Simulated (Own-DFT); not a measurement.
## Calculated data, SiC (2H silicon carbide, atoms displaced), SiC (4H silicon carbide, atoms displaced)

Computed with Own-DFT development build. A calculation, not a measurement: plane-wave PBE density functional theory by an unreviewed code, no spin, of a simulated periodic cell, stress positive in tension, free energy of the whole cell less one offset for each atom, forces on such cells passed a denser k mesh, this cell's mesh not checked; offsets are fitted by least squares, one for each functional and potential file, so energies compare only between cells with the same atoms and settings and are not formation energies; the far tail of each file's local potential was reset to the Coulomb form; each entry is a single point on an unrelaxed cell, so the pressure reflects the starting lattice, mostly measured values (interpolated for alloys), from which strain is counted, and rises with the displacements; printed positions are rounded, which can move forces by about a meV/angstrom; the program, named Own-DFT, is a retired in-house code; no spin-orbit coupling.

Common to all runs: functional PBE; potential files PseudoDojo norm-conserving, scalar-relativistic, standard set; wave cutoff 42 hartree; occupations Fermi-Dirac; smearing width 0.1 eV.

(1) SiC (2H silicon carbide, atoms displaced)

```
SiC
1.0
      9.2481     0.0000     0.0000
     -4.6241     8.0091     0.0000
      0.0000     0.0000    10.0681
Si C Si C Si C Si C Si C Si C Si C Si C Si C Si C Si C Si C Si C Si C Si C Si C Si C Si C
2 2 2 2 2 2 2 2 2 2 2 2 2 2 2 2 2 2 2 2 2 2 2 2 2 2 2 2 2 2 2 2 2 2 2 2
Direct
  0.98980 0.99291 0.00602
  0.12082 0.22587 0.24969
  0.00562 0.00566 0.18394
  0.11120 0.22273 0.43606
  0.01470 0.00559 0.50230
  0.12081 0.21982 0.75785
  0.00203 0.00005 0.68487
  0.11046 0.23020 0.93616
  0.99449 0.32980 0.00619
  0.11220 0.55777 0.24085
  0.99333 0.32884 0.19227
  0.10467 0.56267 0.43588
  0.99845 0.32494 0.50305
  0.10051 0.55084 0.75238
  0.98698 0.32508 0.68075
  0.11590 0.55031 0.93249
  0.00862 0.67199 0.00417
  0.10527 0.88770 0.25404
  0.99380 0.66353 0.19089
  0.11466 0.90008 0.44494
  0.99514 0.66833 0.48983
  0.12025 0.89818 0.74553
  0.99959 0.66378 0.70279
  0.11293 0.87886 0.94024
  0.32766 0.99115 0.99700
  0.44770 0.22629 0.25577
  0.33131 0.99588 0.18617
  0.43961 0.22044 0.43866
  0.34258 0.00669 0.49776
  0.42103 0.20901 0.74589
  0.33503 0.00549 0.67947
  0.44874 0.22848 0.93867
  0.33728 0.33493 0.00092
  0.45317 0.55079 0.25336
  0.33320 0.32844 0.19370
  0.45470 0.54813 0.43748
  0.34015 0.32815 0.50192
  0.44669 0.54487 0.73700
  0.32468 0.34391 0.68143
  0.43005 0.55236 0.93874
  0.32313 0.65687 0.99779
  0.44914 0.89001 0.24731
  0.33877 0.66155 0.19555
  0.46004 0.89743 0.43390
  0.33298 0.67023 0.49326
  0.44387 0.88622 0.75967
  0.32756 0.66925 0.67857
  0.44376 0.88784 0.93820
  0.65885 0.99354 0.00058
  0.77585 0.21359 0.25140
  0.65505 0.99913 0.19128
  0.78989 0.23676 0.45042
  0.68691 0.01778 0.50096
  0.78551 0.22968 0.74965
  0.67394 0.00812 0.68287
  0.78113 0.22114 0.94299
  0.66039 0.31863 0.99072
  0.77180 0.56366 0.25025
  0.67029 0.33471 0.18785
  0.76784 0.55403 0.43582
  0.67367 0.32532 0.50387
  0.78213 0.56090 0.75057
  0.67211 0.32858 0.68991
  0.77428 0.55347 0.93028
  0.66670 0.67303 0.00037
  0.77534 0.89790 0.24111
  0.67056 0.67149 0.18304
  0.76731 0.88311 0.43692
  0.66134 0.66011 0.49105
  0.77297 0.88578 0.74441
  0.66665 0.65715 0.69166
  0.77621 0.89246 0.93022
```

```
hardware                          : one NVIDIA H100
k mesh                            : 4 x 4 x 3 centred on Gamma
free energy of cell above offsets : -3.966 eV
pressure                          : 5.95 GPa
stress xx                         : -6.96 GPa
stress yy                         : -3.74 GPa
stress zz                         : -7.14 GPa
stress yz                         : -0.57 GPa
stress xz                         : 0.75 GPa
stress xy                         : -0.12 GPa
wall time                         : 349.9 s
```

Force:
```tsv
element	x (eV/Å)	y (eV/Å)	z (eV/Å)
Si	1.598	1.262	-2.684
Si	-1.94	-0.356	0.367
C	-1.17	-0.566	1.496
C	0.997	0.106	0.226
Si	-3.589	-0.041	-0.389
Si	-3.621	0.131	-1.838
C	0.139	0.218	1.31
C	1.304	-1.834	1.805
Si	0.732	0.668	-0.664
Si	-0.207	-0.587	2.44
C	1.527	0.265	-0.512
C	2.122	-1.263	-0.823
Si	1.07	3.17	-0.693
Si	2.127	-0.432	-1.892
C	3.206	1.578	2.237
C	-2.354	-0.3	2.182
Si	-1.414	-2.864	-1.117
Si	1.276	0.33	-0.44
C	0.323	1.004	-0.373
C	1.916	-1.965	-1.84
Si	-0.171	0.207	2.413
Si	-0.787	-2.653	0.806
C	-0.644	1.924	-3.154
C	-1.62	2.601	-1.208
Si	0.041	1.927	1.293
Si	0.906	-1.322	-1.649
C	-0.23	0.29	0.6
C	2.527	0.149	0.31
Si	0.365	-1.766	-0.847
Si	2.806	3.677	0.943
C	0.568	-1.667	1.484
C	-1.722	-2.71	-1.368
Si	-0.889	-0.066	0.476
Si	-1.303	0.241	-0.631
C	0.777	1.193	-1.336
C	-3.413	-0.464	-0.244
Si	-2.511	1.052	-1.116
Si	-2.241	4.142	2.795
C	2.093	-3.918	0.199
C	2.872	0.208	-1.039
Si	1.205	1.201	1.144
Si	-2.64	-1.391	1.358
C	-0.68	0.284	-1.628
C	-1.021	0.115	0.54
Si	0.214	0.109	0.094
Si	0.465	0.275	-3.836
C	0.97	-0.507	1.671
C	-0.38	-0.793	0.894
Si	0.785	1.36	-0.307
Si	-1.312	2.393	0.835
C	2.69	0.58	-2.089
C	0.395	-2.758	-4.02
Si	-1.476	-2.594	-0.116
Si	-0.8	-2.225	1.058
C	-0.638	-1.164	1.945
C	-0.425	-1.137	-1.213
Si	0.407	3.39	1.788
Si	2.097	-2.081	-0.507
C	-0.655	-0.262	0.045
C	1.876	-0.512	-0.049
Si	-3.283	2.284	0.626
Si	0.345	-1.823	-0.148
C	-2.661	0.855	-0.118
C	0.339	0.128	2.76
Si	0.078	-1.91	-1.966
Si	1.119	-1.012	2.14
C	-0.927	0.751	0.413
C	2.089	1.507	-0.694
Si	0.887	2.027	2.685
Si	0.417	0.317	-0.409
C	-0.892	1.569	-2.022
C	-0.059	-0.543	1.6
```

(2) SiC (4H silicon carbide, atoms displaced)

```
SiC
1.0
     12.3308     0.0000     0.0000
     -6.1654    10.6788     0.0000
      0.0000     0.0000    10.0681
Si C Si C Si C Si C Si C Si C Si C Si C Si C Si C Si C Si C Si C Si C Si C Si C Si C Si C Si C Si C Si C Si C Si C Si C Si C Si C Si C Si C Si C Si C Si C Si C
2 2 2 2 2 2 2 2 2 2 2 2 2 2 2 2 2 2 2 2 2 2 2 2 2 2 2 2 2 2 2 2 2 2 2 2 2 2 2 2 2 2 2 2 2 2 2 2 2 2 2 2 2 2 2 2 2 2 2 2 2 2 2 2
Direct
  0.00032 0.99838 0.40599
  0.07914 0.16368 0.15524
  0.00237 0.99984 0.09050
  0.07985 0.16393 0.34128
  0.99923 0.25110 0.40485
  0.08634 0.42325 0.15511
  0.99918 0.25408 0.09449
  0.08313 0.41678 0.34472
  0.99743 0.50110 0.40084
  0.07706 0.66455 0.15753
  0.00066 0.49732 0.09485
  0.08159 0.66645 0.34642
  0.99947 0.75072 0.40684
  0.08616 0.91651 0.15784
  0.99645 0.74655 0.08948
  0.08363 0.91492 0.34525
  0.25112 0.00084 0.41035
  0.33793 0.16748 0.16078
  0.25169 0.00006 0.09199
  0.32950 0.16324 0.33854
  0.25442 0.25485 0.40964
  0.33861 0.42156 0.14872
  0.25074 0.24821 0.09377
  0.33508 0.42087 0.34895
  0.25315 0.49766 0.40424
  0.33565 0.66613 0.15078
  0.24707 0.49909 0.09634
  0.33376 0.66494 0.34041
  0.24674 0.75110 0.40256
  0.33265 0.91943 0.15460
  0.25538 0.75221 0.09269
  0.32905 0.91080 0.34113
  0.50062 0.00268 0.40365
  0.58138 0.16760 0.15462
  0.50018 0.99934 0.09301
  0.58501 0.16779 0.34379
  0.49950 0.25181 0.40632
  0.58367 0.41861 0.15520
  0.49837 0.25029 0.09800
  0.58009 0.41448 0.34599
  0.50036 0.50403 0.40679
  0.58660 0.66790 0.15941
  0.50426 0.50283 0.09364
  0.58357 0.66565 0.34746
  0.50110 0.75038 0.40404
  0.58621 0.92212 0.15964
  0.49562 0.74647 0.09039
  0.58457 0.91393 0.34285
  0.75154 0.00125 0.40514
  0.83503 0.16627 0.15593
  0.74680 0.99758 0.09456
  0.83995 0.17149 0.34500
  0.74886 0.24898 0.40596
  0.83000 0.41404 0.15245
  0.74606 0.24313 0.09668
  0.83261 0.41485 0.34196
  0.74636 0.49841 0.40591
  0.83303 0.66879 0.15376
  0.75134 0.50008 0.09663
  0.83259 0.66654 0.34139
  0.74906 0.74717 0.40967
  0.83364 0.91678 0.15545
  0.75392 0.75090 0.09315
  0.83561 0.91670 0.34704
  0.99678 0.00167 0.90267
  0.91861 0.83596 0.65824
  0.99707 0.99833 0.59241
  0.91841 0.83442 0.84146
  0.99932 0.74536 0.91073
  0.91672 0.57978 0.65534
  0.00022 0.74707 0.58982
  0.91375 0.58382 0.84113
  0.99701 0.49486 0.91071
  0.91470 0.33032 0.66046
  0.00175 0.49765 0.59824
  0.91934 0.33699 0.83876
  0.00046 0.24994 0.90904
  0.91437 0.08403 0.65387
  0.99588 0.24609 0.59559
  0.92263 0.08584 0.84483
  0.75191 0.00155 0.91010
  0.66545 0.83097 0.65821
  0.75144 0.99947 0.59235
  0.66364 0.83689 0.84522
  0.74719 0.74607 0.89782
  0.66795 0.58384 0.65641
  0.74877 0.74997 0.59525
  0.66658 0.58869 0.84407
  0.74534 0.49537 0.90491
  0.66555 0.33156 0.65563
  0.74899 0.49837 0.59533
  0.66731 0.33059 0.84542
  0.75607 0.25072 0.90347
  0.66614 0.08106 0.65441
  0.74880 0.24896 0.60031
  0.66705 0.08142 0.84560
  0.49649 0.00104 0.90321
  0.41946 0.83595 0.65633
  0.49765 0.99775 0.59557
  0.42197 0.83363 0.84346
  0.50398 0.75503 0.90052
  0.41706 0.58069 0.64872
  0.50108 0.75402 0.58811
  0.41790 0.58225 0.84698
  0.49952 0.49950 0.89868
  0.41447 0.33013 0.66145
  0.50170 0.49991 0.58988
  0.41572 0.33419 0.84714
  0.49818 0.24855 0.90731
  0.41964 0.08082 0.65764
  0.50277 0.25040 0.59316
  0.41714 0.08137 0.84781
  0.24704 0.99769 0.90563
  0.16737 0.83184 0.66322
  0.24850 0.99694 0.58964
  0.16151 0.83111 0.84665
  0.25218 0.75103 0.90635
  0.15584 0.57915 0.65734
  0.24716 0.74646 0.59500
  0.16816 0.58809 0.84481
  0.24931 0.50104 0.91009
  0.16558 0.33120 0.65851
  0.25252 0.49735 0.59125
  0.16427 0.33413 0.84665
  0.24123 0.24389 0.90696
  0.16458 0.07868 0.65559
  0.24829 0.24881 0.59086
  0.16176 0.08247 0.84916
```

```
hardware                          : one NVIDIA H200
k mesh                            : 3 x 3 x 3 centred on Gamma
free energy of cell above offsets : -18.767 eV
pressure                          : 3.77 GPa
stress xx                         : -3.38 GPa
stress yy                         : -3.56 GPa
stress zz                         : -4.39 GPa
stress yz                         : 0.13 GPa
stress xz                         : -0.14 GPa
stress xy                         : -0.09 GPa
wall time                         : 536.5 s
```

Force:
```tsv
element	x (eV/Å)	y (eV/Å)	z (eV/Å)
Si	-0.105	0.365	-0.142
Si	0.762	0.915	0.063
C	-0.679	-0.315	0.301
C	0.635	0.769	0.881
Si	1.13	0.147	0.539
Si	0.216	-1.844	1.288
C	0.578	-0.415	-0.243
C	0.081	0.46	-0.246
Si	0.989	-0.667	1.339
Si	1.623	0.508	-0.384
C	-1.421	0.524	-0.121
C	-0.441	0.008	-0.905
Si	-0.107	-0.399	-0.19
Si	-0.52	-0.033	-0.509
C	0.4	0.722	1.613
C	0.06	0.366	-0.132
Si	-0.042	-0.763	-1.754
Si	-1.681	-0.457	-1.752
C	-0.439	0.3	0.22
C	0.629	0.804	2.536
Si	-0.875	-1.037	-1.73
Si	-0.498	-1.298	1.509
C	-0.341	0.408	0.201
C	1.225	-1.064	-1.848
Si	-1.975	1.088	0.484
Si	-0.743	0.243	1.192
C	0.97	0.408	-0.851
C	-0.339	0.354	0.35
Si	1.439	-1.303	0.958
Si	1.031	-0.964	-0.005
C	-1.544	-0.476	0.133
C	0.131	2.15	0.449
Si	0.059	-1.285	0.183
Si	0.468	-0.676	0.187
C	-0.593	0.637	0.045
C	-0.641	-0.083	0.008
Si	0.006	-0.825	-0.147
Si	0.175	-0.317	0.663
C	0.678	0.466	-1.013
C	-0.1	0.784	-0.563
Si	0.522	-1.152	-0.192
Si	-0.572	0.34	-0.882
C	-0.131	-0.033	-0.786
C	0.123	0.68	-0.567
Si	-0.616	-0.384	-0.183
Si	-0.671	-1.921	-1.026
C	1.745	1.4	0.191
C	-0.486	1.364	0.528
Si	0.433	-0.01	0.032
Si	-0.409	0.023	0.494
C	1.105	0.751	0.218
C	-1.72	-1.375	-0.329
Si	0.736	0.35	0.456
Si	0.699	-0.455	0.803
C	0.284	1.378	-1.12
C	-0.74	0.204	0.257
Si	0.634	0.152	-0.103
Si	0.292	-0.603	0.486
C	-0.589	-0.024	-1.052
C	0.078	-0.208	0.572
Si	0.055	0.809	-0.542
Si	0.509	-0.125	0.384
C	-1.137	0.047	-0.763
C	-0.599	-0.489	-0.634
Si	1.189	-1.372	1.007
Si	0.225	-1.141	-0.881
C	0.439	0.457	0.252
C	-0.272	-0.399	0.819
Si	-1.17	0.518	-1.744
Si	-0.397	0.585	-0.106
C	-0.384	0.461	1.288
C	0.545	-0.993	1.05
Si	-0.012	2.013	-1.144
Si	0.281	0.358	-1.743
C	-2.216	-1.167	-1.782
C	0.394	-1.119	2.062
Si	-0.305	0.371	-0.392
Si	0.767	-0.518	0.508
C	0.426	1.063	-0.435
C	-2.204	0.009	-0.396
Si	-0.084	-0.036	-0.804
Si	-0.421	0.743	-0.675
C	-0.688	-0.312	0.162
C	2.137	-0.133	-0.536
Si	0.066	2.551	1.771
Si	-0.201	-0.133	-0.262
C	0.601	-0.09	0.249
C	0.634	-2.68	-0.721
Si	0.302	1.185	0.252
Si	0.159	0.374	0.462
C	0.202	0.033	-0.368
C	-0.676	-0.081	-0.089
Si	-1.142	-0.814	0.709
Si	0.188	-0.028	0.726
C	0.121	-0.141	-1.402
C	-0.19	0.534	-0.439
Si	2.244	-0.724	1.179
Si	-0.597	-1.649	-0.271
C	0.679	0.622	-0.985
C	-1.863	0.609	-0.408
Si	-0.317	-1.913	1.652
Si	-0.506	0.847	1.358
C	0.414	-0.848	0.981
C	-0.772	0.558	-1.253
Si	-0.042	0.64	1.648
Si	0.171	0.517	-1.241
C	0.227	-0.412	1.158
C	-0.041	-1.127	-0.314
Si	0.241	0.253	0.347
Si	-1.334	0.643	-0.226
C	-0.929	-0.714	0.425
C	-1.544	0.46	-1.051
Si	-0.172	0.326	0.343
Si	-0.431	-0.521	-1.825
C	0.514	0.419	2.174
C	1.173	0.451	0.201
Si	0.002	0.273	0.073
Si	3.716	1.241	0.192
C	0.187	0.633	-0.151
C	-0.254	-1.428	0.32
Si	0.185	0.305	-0.98
Si	-0.351	0.376	-0.504
C	-1.46	-0.051	0.523
C	0.497	-0.052	-0.146
Si	0.931	1.607	0.564
Si	-0.397	0.681	0.078
C	0.521	-0.515	1.54
C	1.249	-0.527	-1.644
```
